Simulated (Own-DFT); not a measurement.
# Response to strain: zincblende InP, 64 atoms (In32P32)

All numbers below are calculated, not measured. The program, named Own-DFT, is a retired in-house plane-wave density functional code that no person has reviewed. Each row is one single-point run on a periodic cell that was not relaxed, without spin or spin-orbit coupling.

Settings of every run: PBE; PseudoDojo norm-conserving scalar-relativistic files; cutoff 36 hartree; 3 x 3 x 3 k mesh centred on Gamma; Fermi-Dirac smearing of 0.1 eV.

Known limits: forces on such cells moved up to 12 meV/angstrom on a denser k mesh; stress not checked against mesh or cutoff.

Unstrained cell vectors in Å: (11.737, 0.000, 0.000); (0.000, 11.737, 0.000); (0.000, 0.000, 11.737). The unstrained cell has measured lattice constants (interpolated for alloys), not those of this functional. That, the random moves and any unrelaxed bonds set the pressure at no strain. Each run strains this cell uniformly, with the atoms carried along. Every atom was also moved at random, by a Gaussian of width 0.05 Å on each axis. Strain is the symmetric tensor, in per cent. Stress is positive in tension, and the pressure is minus a third of its trace.

| run | e_xx (%) | e_yy (%) | e_zz (%) | e_yz (%) | e_xz (%) | e_xy (%) | s_xx (GPa) | s_yy (GPa) | s_zz (GPa) | s_yz (GPa) | s_xz (GPa) | s_xy (GPa) | P (GPa) | E (meV/atom) |
|---|---|---|---|---|---|---|---|---|---|---|---|---|---|---|
| 1 | 1.35 | -1.29 | -0.94 | -1.74 | -1.54 | -1.74 | -4.03 | -5.07 | -4.97 | -2.83 | -2.83 | -3.07 | 4.69 | 34.5 |
| 2 | 1.27 | 1.24 | 1.22 | 1.22 | 1.86 | -0.60 | -1.20 | -1.29 | -1.23 | 1.79 | 2.65 | -1.09 | 1.24 | 0.0 |
| 3 | 0.38 | 0.74 | -0.90 | 1.01 | 0.71 | 1.73 | -3.64 | -3.38 | -4.04 | 1.75 | 0.94 | 2.30 | 3.68 | 19.2 |
| 4 | 0.03 | 1.91 | -1.62 | 1.00 | -0.72 | 1.69 | -3.78 | -3.01 | -4.28 | 1.50 | -1.19 | 3.22 | 3.69 | 21.6 |
| 5 | 0.87 | 0.80 | 1.90 | -1.91 | 0.04 | 1.39 | -1.36 | -1.56 | -1.06 | -2.36 | 0.11 | 1.65 | 1.33 | 1.1 |
| 6 | 1.16 | -1.63 | -0.39 | -1.63 | 1.77 | 0.61 | -3.93 | -4.90 | -4.58 | -2.61 | 2.49 | 0.76 | 4.47 | 23.6 |
| 7 | 0.80 | 2.00 | -1.57 | -1.06 | -1.83 | 0.62 | -2.81 | -2.25 | -3.54 | -1.41 | -2.50 | 0.66 | 2.87 | 10.4 |
| 8 | 0.09 | -1.76 | 0.49 | -0.58 | -0.12 | -0.41 | -4.36 | -4.97 | -4.15 | -0.54 | 0.15 | -0.76 | 4.49 | 13.4 |
| 9 | 0.93 | -0.23 | 1.54 | -1.27 | -0.25 | 0.83 | -2.03 | -2.46 | -1.80 | -1.46 | -0.77 | 0.95 | 2.09 | 0.6 |
| 10 | 1.42 | 0.72 | -0.18 | -1.65 | 1.96 | -0.87 | -2.12 | -2.43 | -2.76 | -1.75 | 2.80 | -1.35 | 2.44 | 9.3 |
| 11 | -0.17 | -1.79 | -0.07 | 0.03 | 1.02 | 0.05 | -4.89 | -5.46 | -4.82 | 0.31 | 1.67 | 0.23 | 5.06 | 10.0 |
| 12 | -1.56 | 0.13 | 1.38 | -1.31 | -1.90 | -1.06 | -4.24 | -3.72 | -3.24 | -2.08 | -2.49 | -1.61 | 3.73 | 13.6 |
| 13 | 1.09 | 1.95 | 1.03 | -0.77 | -1.56 | -1.60 | -1.14 | -0.83 | -1.22 | -1.23 | -2.32 | -2.13 | 1.06 | 2.2 |
| 14 | 0.33 | 0.77 | 1.65 | 0.73 | -1.46 | -1.16 | -2.10 | -1.91 | -1.66 | 2.16 | -1.56 | -1.09 | 1.89 | 9.4 |
| 15 | 1.82 | 1.11 | -0.30 | 1.88 | 0.14 | 1.01 | ? | ? | ? | ? | ? | ? | ? | ? |

E is the free energy for each atom above the lowest run shown.

## Worked fit

Each stress component was fitted by least squares to a constant and the strains of the runs shown, as fractions, with shears doubled. Shear strains stay in the fit of a normal stress only where such slopes are resolved. The slopes, in GPa:

```
stress  at no strain  per e_xx  per e_yy  per e_zz  scatter
  s_xx          -3.8    89 ± 3    56 ± 2    63 ± 2     0.09
  s_yy          -3.8    51 ± 4    93 ± 3    58 ± 3     0.12
  s_zz          -3.8    50 ± 5    57 ± 3    96 ± 3     0.14
```

Each shear stress against twice its own strain: yz 77 ± 7, xz 74 ± 4, xy 71 ± 5 GPa. These are stiffnesses along x, y and z of the frame in which the cell vectors are given, which need not be the crystal's axes. The atoms are held to the strained lattice; where symmetry lets them move under strain, relaxing them would lower some slopes. The table should be nearly symmetric about its diagonal, and what it lacks of that shows the noise. A ninth of its sum, 68 ± 2 GPa, estimates the bulk modulus near the mean pressure of these runs, 3.1 GPa, so it lies above the value at zero pressure.

## Withheld run

Question: what normal stresses and pressure should run 15 give?

The fit gives s_xx = -1.7, s_yy = -2.0, s_zz = -2.5 and P = 2.1 GPa. The calculation gave -1.37, -1.76, -2.27 and P = 1.80 GPa. This run lies off the fit, by chance or by something that the fit leaves out.
